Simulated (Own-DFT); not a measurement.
## Calculated data, Al₃GaAs₄ (zincblende random alloy, strained, atoms displaced)

Computed with Own-DFT development build. A calculation, not a measurement: plane-wave density functional theory by an unreviewed code, no spin, of a simulated periodic cell, stress positive in tension, run twice, with PBE and with PBEsol, both on files made for PBE, so the change isn't that of files made for PBEsol, forces on such cells passed a denser k mesh, this cell's mesh not checked; the far tail of each file's local potential was reset to the Coulomb form; each entry is a single point on an unrelaxed cell, so the pressure reflects the starting lattice, mostly measured values (interpolated for alloys), from which strain is counted, and rises with the displacements; printed positions are rounded, which can move forces by about a meV/angstrom; the program, named Own-DFT, is a retired in-house code; no spin-orbit coupling; stress was not checked against mesh or cutoff.

Common to all runs: functional PBE, then PBEsol; potential files PseudoDojo norm-conserving, scalar-relativistic, standard set; wave cutoff 42 hartree; occupations Fermi-Dirac; smearing width 0.1 eV; k mesh 3 x 3 x 3 centred on Gamma.

(1) Al₃GaAs₄ (zincblende random alloy, strained, atoms displaced)

```
cell vectors (Å)
  11.3939     0.1094    -0.0745
   0.1094    11.4382     0.1275
  -0.0745     0.1275    11.2967
atoms (fractions of the cell vectors)
Al  0.99903  0.01019  0.00507
Ga  0.00202  0.24435  0.24338
Al  0.24635  0.99643  0.25276
Al  0.24660  0.25386  0.99593
As  0.12732  0.12651  0.12440
As  0.12245  0.37526  0.37205
As  0.38749  0.12584  0.37631
As  0.37539  0.37470  0.13146
Al  0.99872  0.00185  0.49365
Al  0.00795  0.25100  0.74701
Al  0.25539  0.00537  0.74681
Al  0.24707  0.25300  0.50159
As  0.12373  0.12297  0.61972
As  0.12810  0.36991  0.87994
As  0.37090  0.12858  0.87805
As  0.37521  0.36413  0.63077
Ga  0.00393  0.49481  0.00477
Ga  0.00039  0.74898  0.25135
Al  0.24764  0.49246  0.24795
Al  0.25143  0.75175  0.00323
As  0.12291  0.62427  0.12126
As  0.12121  0.87047  0.37102
As  0.37511  0.62947  0.37621
As  0.37335  0.87550  0.13076
Al  0.00420  0.49662  0.50555
Al  0.99750  0.75021  0.74420
Al  0.25262  0.50240  0.74955
Al  0.24227  0.74566  0.49204
As  0.12629  0.62118  0.62340
As  0.12954  0.88012  0.87229
As  0.37202  0.62224  0.88412
As  0.37641  0.87458  0.62701
Ga  0.50247  0.99507  0.00757
Al  0.49155  0.25067  0.24897
Al  0.75060  0.00651  0.24977
Al  0.75594  0.25080  0.99697
As  0.63257  0.13436  0.12542
As  0.62102  0.37122  0.37270
As  0.88019  0.11796  0.37781
As  0.87178  0.36756  0.13051
Al  0.49897  0.00007  0.49278
Al  0.50155  0.24607  0.75387
Al  0.74724  0.99865  0.75188
Al  0.74259  0.25536  0.50445
As  0.62087  0.12930  0.63284
As  0.62521  0.37489  0.87981
As  0.87731  0.12500  0.87782
As  0.87328  0.38140  0.62667
Al  0.49826  0.50101  0.00058
Ga  0.49785  0.74656  0.25156
Ga  0.74417  0.49496  0.24574
Ga  0.75771  0.75005  0.99742
As  0.62612  0.62241  0.11878
As  0.62552  0.88236  0.37463
As  0.87929  0.62276  0.37712
As  0.87428  0.87672  0.13063
Al  0.50745  0.50095  0.49674
Ga  0.50480  0.75019  0.75053
Al  0.74382  0.50718  0.74682
Al  0.74786  0.73996  0.49720
As  0.62597  0.62595  0.62110
As  0.62423  0.86061  0.87441
As  0.86977  0.63800  0.88254
As  0.87473  0.87556  0.61509
```

```
PBE pressure                                      : 2.32 GPa
PBE stress xx                                     : -2.28 GPa
PBE stress yy                                     : -1.97 GPa
PBE stress zz                                     : -2.72 GPa
PBE stress yz                                     : 1.87 GPa
PBE stress xz                                     : -1.2 GPa
PBE stress xy                                     : 2.19 GPa
PBEsol pressure                                   : 0.22 GPa
PBEsol stress xx                                  : -0.17 GPa
PBEsol stress yy                                  : 0.13 GPa
PBEsol stress zz                                  : -0.62 GPa
PBEsol stress yz                                  : 1.84 GPa
PBEsol stress xz                                  : -1.18 GPa
PBEsol stress xy                                  : 2.14 GPa
rms change of force components from PBE to PBEsol : 0.037 eV/Å
```

Force:
```tsv
force element	PBE force x (eV/Å)	PBE force y (eV/Å)	PBE force z (eV/Å)	PBEsol force x (eV/Å)	PBEsol force y (eV/Å)	PBEsol force z (eV/Å)
Al	0.431	-1.427	-0.032	0.423	-1.405	-0.031
Ga	-0.043	-0.062	1.073	-0.049	-0.05	1.027
Al	0.657	0.454	0.298	0.646	0.448	0.293
Al	1.251	-0.814	1.436	1.233	-0.802	1.423
As	0.4	-0.021	-0.107	0.326	0.044	-0.046
As	-0.192	-0.229	0.108	-0.235	-0.274	0.058
As	-2.384	0.311	-0.402	-2.335	0.31	-0.392
As	-0.599	0.305	-1.389	-0.591	0.304	-1.365
Al	0.908	-1.109	0.975	0.895	-1.095	0.96
Al	-0.634	-0.173	0.246	-0.625	-0.171	0.243
Al	-0.085	-0.383	0.34	-0.083	-0.381	0.34
Al	0.505	-0.448	-0.334	0.495	-0.441	-0.331
As	0.021	0.109	-0.091	0.023	0.108	-0.091
As	-0.913	1.417	-1.436	-0.947	1.446	-1.359
As	0.542	-0.407	0.063	0.571	-0.439	0.103
As	-0.035	1.418	-0.641	-0.039	1.38	-0.625
Ga	-0.842	0.142	-0.217	-0.81	0.151	-0.196
Ga	-0.236	-0.491	-0.309	-0.243	-0.467	-0.303
Al	0.162	0.989	0.412	0.155	0.97	0.4
Al	-0.225	0.228	-0.133	-0.221	0.228	-0.136
As	0.327	0.129	0.45	0.219	0.11	0.439
As	-0.023	0.756	0.208	-0.09	0.677	0.141
As	-0.358	-1.061	-0.204	-0.288	-0.979	-0.263
As	-0.164	-0.085	-0.316	-0.042	-0.094	-0.305
Al	-0.188	-0.032	-0.46	-0.186	-0.033	-0.457
Al	0.367	0.333	0.587	0.362	0.33	0.579
Al	0.32	-0.662	0.437	0.315	-0.649	0.43
Al	0.857	0.304	1.024	0.843	0.296	1.004
As	-0.239	0.393	0.144	-0.236	0.383	0.133
As	-0.596	-0.028	0.052	-0.578	-0.021	0.051
As	-0.029	0.557	-1.112	0.01	0.586	-1.125
As	-0.397	0.003	-0.838	-0.328	-0.053	-0.765
Ga	0.195	0.361	-0.371	0.167	0.345	-0.358
Al	1.386	-0.441	0.07	1.364	-0.434	0.066
Al	0.181	-0.488	0.294	0.177	-0.485	0.287
Al	-0.042	-0.021	0.076	-0.044	-0.024	0.071
As	-0.946	-0.272	-0.223	-0.965	-0.304	-0.255
As	-0.136	0.256	-0.274	-0.083	0.302	-0.327
As	-1.367	1.834	-0.741	-1.297	1.845	-0.784
As	0.174	0.733	-0.699	0.231	0.751	-0.616
Al	0.702	-0.6	1.679	0.692	-0.596	1.651
Al	-0.02	0.281	0.916	-0.018	0.276	0.903
Al	0.423	-0.364	0.055	0.417	-0.357	0.053
Al	0.938	-0.693	0.142	0.924	-0.679	0.139
As	0.266	-0.707	-0.967	0.256	-0.69	-0.952
As	-0.2	0.375	-0.684	-0.196	0.368	-0.668
As	-0.299	0.313	-1.069	-0.292	0.312	-1.044
As	-0.073	-0.418	0.165	-0.074	-0.404	0.159
Al	0.368	-0.699	0.422	0.365	-0.691	0.413
Ga	0.833	0.304	-0.057	0.785	0.307	-0.058
Ga	0.575	0.268	0.602	0.552	0.257	0.567
Ga	-0.859	0.845	1.776	-0.836	0.803	1.699
As	-0.205	0.613	0.278	-0.135	0.631	0.331
As	0.206	-0.929	-0.307	0.161	-0.955	-0.339
As	-0.474	-0.446	-0.408	-0.445	-0.423	-0.486
As	-0.073	0.346	-0.59	-0.055	0.229	-0.572
Al	-0.903	-0.418	0.445	-0.885	-0.405	0.432
Ga	-0.888	-0.787	-0.131	-0.854	-0.742	-0.126
Al	0.793	-0.476	1.244	0.777	-0.469	1.229
Al	0.483	1.178	-0.378	0.472	1.164	-0.377
As	-0.817	0.091	-0.03	-0.851	0.144	0.024
As	0.196	1.792	0.347	0.157	1.669	0.378
As	1.528	-2.243	-1.787	1.45	-2.159	-1.63
As	-0.513	-0.005	0.374	-0.506	-0.006	0.357
```

(2) Al₃GaAs₄ (zincblende random alloy, strained, atoms displaced)

```
cell vectors (Å)
  11.2460    -0.1264    -0.0013
  -0.1264    11.2008     0.2090
  -0.0013     0.2090    11.1088
atoms (fractions of the cell vectors)
Al  0.99536  0.00164  0.00406
Ga  0.99799  0.23898  0.24551
Al  0.24534  0.99698  0.25013
Al  0.25202  0.24735  0.00470
As  0.12586  0.12298  0.13004
As  0.12177  0.37252  0.37988
As  0.38404  0.12211  0.37827
As  0.37084  0.37368  0.12227
Al  0.99905  0.00426  0.49899
Al  0.99962  0.23628  0.75139
Ga  0.25286  0.00131  0.75223
Al  0.25495  0.24913  0.51083
As  0.12408  0.12410  0.61743
As  0.12081  0.37375  0.87119
As  0.37515  0.12417  0.87916
As  0.37339  0.38278  0.62443
Ga  0.00346  0.49903  0.99049
Al  0.99300  0.74500  0.25250
Al  0.24802  0.50191  0.25420
Al  0.24435  0.75340  0.98791
As  0.12386  0.62671  0.12195
As  0.11411  0.88270  0.38045
As  0.36795  0.62333  0.37989
As  0.37253  0.87375  0.12392
Ga  0.00403  0.50536  0.49862
Al  0.99323  0.74973  0.75184
Al  0.24647  0.49951  0.74975
Al  0.25089  0.75704  0.49464
As  0.13143  0.62284  0.62038
As  0.12330  0.87191  0.88052
As  0.37609  0.61845  0.87306
As  0.37596  0.87179  0.61569
Al  0.49334  0.99673  0.00579
Ga  0.50323  0.25073  0.24495
Al  0.74933  0.99538  0.24888
Al  0.74831  0.24391  0.00671
As  0.62728  0.12708  0.12809
As  0.62652  0.37155  0.37930
As  0.87086  0.12520  0.36872
As  0.86596  0.37459  0.12212
Al  0.50024  0.99964  0.49928
Al  0.50558  0.24907  0.73960
Al  0.74852  0.00254  0.75762
Al  0.75694  0.24155  0.49815
As  0.62945  0.12502  0.61818
As  0.62706  0.38655  0.87610
As  0.87213  0.12963  0.87688
As  0.88032  0.36594  0.62454
Al  0.50134  0.49248  0.99925
Ga  0.49976  0.75633  0.25208
Al  0.75955  0.49349  0.25206
Al  0.75084  0.75520  0.99963
As  0.63182  0.61867  0.11680
As  0.62139  0.86609  0.37459
As  0.87425  0.62253  0.37259
As  0.87322  0.86966  0.12328
Ga  0.49722  0.50001  0.50327
Ga  0.50079  0.75449  0.74980
Al  0.75260  0.50106  0.75129
Al  0.75479  0.75058  0.50014
As  0.62131  0.62405  0.62386
As  0.63555  0.87183  0.88427
As  0.86867  0.62039  0.88180
As  0.87464  0.87369  0.63162
```

```
PBE pressure                                      : 6.48 GPa
PBE stress xx                                     : -6.22 GPa
PBE stress yy                                     : -6.42 GPa
PBE stress zz                                     : -6.8 GPa
PBE stress yz                                     : 3.03 GPa
PBE stress xz                                     : 0.07 GPa
PBE stress xy                                     : -1.99 GPa
PBEsol pressure                                   : 4.19 GPa
PBEsol stress xx                                  : -3.92 GPa
PBEsol stress yy                                  : -4.14 GPa
PBEsol stress zz                                  : -4.51 GPa
PBEsol stress yz                                  : 2.97 GPa
PBEsol stress xz                                  : 0.08 GPa
PBEsol stress xy                                  : -1.95 GPa
rms change of force components from PBE to PBEsol : 0.042 eV/Å
```

Force:
```tsv
force element	PBE force x (eV/Å)	PBE force y (eV/Å)	PBE force z (eV/Å)	PBEsol force x (eV/Å)	PBEsol force y (eV/Å)	PBEsol force z (eV/Å)
Al	0.644	-0.029	-0.369	0.632	-0.026	-0.362
Ga	0.319	1.786	-0.117	0.294	1.721	-0.1
Al	1.06	0.022	0.5	1.045	0.023	0.495
Al	-0.431	0.26	-0.851	-0.428	0.257	-0.834
As	-0.341	-0.164	-0.703	-0.407	-0.101	-0.628
As	0.107	-0.562	-0.382	0.007	-0.538	-0.357
As	-1.574	0.527	-0.55	-1.489	0.574	-0.602
As	-0.029	0.303	0.918	0.032	0.238	0.951
Al	-0.845	-0.08	0.176	-0.831	-0.079	0.172
Al	0.9	1.116	-0.744	0.888	1.102	-0.733
Ga	-0.142	-0.45	-0.541	-0.151	-0.435	-0.513
Al	0.47	0.438	-1.562	0.466	0.434	-1.539
As	-0.096	-0.432	1.413	-0.043	-0.472	1.437
As	0.282	-1.004	0.306	0.215	-0.919	0.363
As	0.258	0.46	-0.558	0.189	0.392	-0.606
As	-0.342	-1.091	1.049	-0.26	-0.991	0.954
Ga	-0.142	-0.191	0.98	-0.159	-0.181	0.951
Al	1.359	0.641	-0.658	1.34	0.63	-0.648
Al	-0.143	-0.419	-0.569	-0.142	-0.416	-0.561
Al	1.723	-1.406	1.165	1.703	-1.389	1.145
As	-0.182	-0.073	0.332	-0.23	-0.122	0.262
As	0.314	-1.124	-0.695	0.305	-1.099	-0.679
As	0.558	0.515	-0.492	0.661	0.503	-0.463
As	-1.183	-0.535	0.449	-1.105	-0.583	0.504
Ga	-0.118	-0.722	0.092	-0.112	-0.711	0.09
Al	1.104	-0.935	0.156	1.088	-0.922	0.155
Al	0.522	0.04	-0.053	0.515	0.043	-0.057
Al	-0.534	-0.445	-0.257	-0.528	-0.442	-0.253
As	-0.84	1.048	0.64	-0.882	0.963	0.555
As	-1.43	1.421	-1.222	-1.356	1.457	-1.251
As	-0.4	0.686	0.341	-0.336	0.731	0.279
As	-0.262	0.608	1.449	-0.238	0.586	1.527
Al	1.541	0.487	-0.552	1.518	0.477	-0.541
Ga	-0.026	0.351	0.414	-0.029	0.331	0.417
Al	-0.045	-0.304	-0.062	-0.045	-0.299	-0.064
Al	0.069	1.253	-1.367	0.072	1.238	-1.347
As	-1.055	-1.26	0.112	-1.097	-1.175	0.174
As	-0.217	0.262	0.004	-0.312	0.246	-0.005
As	-0.167	-1.033	0.636	-0.087	-0.946	0.547
As	1.566	-0.404	-0.006	1.635	-0.402	-0.019
Al	1.09	-0.398	-0.166	1.078	-0.389	-0.165
Al	-0.025	0.582	0.83	-0.024	0.576	0.811
Al	0.269	-0.041	-0.809	0.265	-0.041	-0.8
Al	0.161	1.207	-0.343	0.16	1.192	-0.34
As	-0.554	-0.833	0.965	-0.54	-0.819	0.941
As	-0.276	-2.267	-0.113	-0.266	-2.217	-0.102
As	-0.432	-0.786	0.825	-0.431	-0.773	0.815
As	-0.467	0.75	0.237	-0.403	0.787	0.179
Al	-0.044	0.816	0.127	-0.038	0.804	0.125
Ga	-0.206	-1.812	-0.916	-0.209	-1.738	-0.864
Al	-1.168	0.345	-0.162	-1.15	0.342	-0.158
Al	0.847	-1.652	0.534	0.835	-1.634	0.532
As	-0.75	0.215	1.284	-0.754	0.242	1.281
As	0.691	1.22	0.805	0.598	1.126	0.716
As	-0.584	-0.105	1.055	-0.511	-0.162	1.101
As	-0.061	0.561	0.729	-0.064	0.55	0.713
Ga	0.87	0.258	-1.011	0.821	0.255	-0.957
Ga	0.375	-0.329	0.098	0.347	-0.344	0.088
Al	0.434	-0.12	-1.169	0.427	-0.121	-1.148
Al	-0.177	-0.381	0.015	-0.176	-0.377	0.014
As	0.568	0.3	0.334	0.442	0.287	0.317
As	-2.468	1.166	-0.944	-2.47	1.103	-0.975
As	0.213	0.826	-0.521	0.275	0.746	-0.442
As	-0.554	0.917	-0.506	-0.549	0.905	-0.495
```
